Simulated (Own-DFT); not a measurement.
# Biaxial strain at fixed height in wurtzite AlGaN with randomly placed atoms, 72 atoms (Al9Ga27N36)

Source: density functional calculations with Own-DFT, an unreviewed in-house program that is no longer used. Nothing was measured or relaxed, and spin and spin-orbit coupling are left out.

All runs used: PBE; PseudoDojo norm-conserving scalar-relativistic files (stringent for Ga); cutoff 96 hartree; 4 x 4 x 3 k mesh centred on Gamma; Gaussian smearing of 0.01 eV.

Keep in mind: forces on such cells passed a denser k mesh, each cell not checked; stress not checked against mesh or cutoff.

Unstrained cell vectors in Å: (9.509, 0.000, 0.000); (-4.755, 8.235, 0.000); (0.000, 0.000, 10.268). The unstrained cell has measured lattice constants (interpolated for alloys), not those of this functional. That, the random moves and any unrelaxed bonds set the pressure at no strain. Each run strains x and y alike by e, as a substrate would, and holds the height along z. Each coordinate of each atom was shifted by a normal deviate of width 0.05 Å. The random placing of the alloy's atoms differs from row to row. Stress is positive in tension.

```
e (%)  u (Å)  (s_xx + s_yy)/2 (GPa)  s_zz (GPa)
-3.00  0.051                 -26.13      -14.13
-2.50  0.046                 -21.93      -11.66
-1.75  0.051                 -18.22       -8.73
-1.00  0.049                      ?           ?
-0.75  0.049                 -10.30       -9.61
-0.25  0.051                  -7.55       -9.15
 0.50  0.049                  -4.38       -6.07
 0.75  0.053                  -3.84       -5.45
 1.50  0.042                   1.80       -6.33
 2.50  0.046                   5.41       -3.70
```

## Fit

With e as a fraction, the in-plane stress is -6.7 + 558 e - 2793 e² GPa (errors 17 and 968, scatter 0.82), and s_zz is -7.8 + 167 e GPa (slope ± 23, scatter 1.20). At e = 0 the first slope is C11 + C12 and the second 2 C13, both with the ions held to the strained lattice and at the cell's own pressure. A free layer would change its height as e changes, and the in-plane slope would drop by 2 C13²/C33 to the biaxial modulus. At fixed height, a misfit of 1 % moves the in-plane stress by about 5.6 GPa and s_zz by 1.7 GPa.

## Check

Question: what are the two stresses at e = -1.00 %?

The fit gives -12.6 and -9.4 GPa. DFT gave -12.38 and -8.93 GPa.
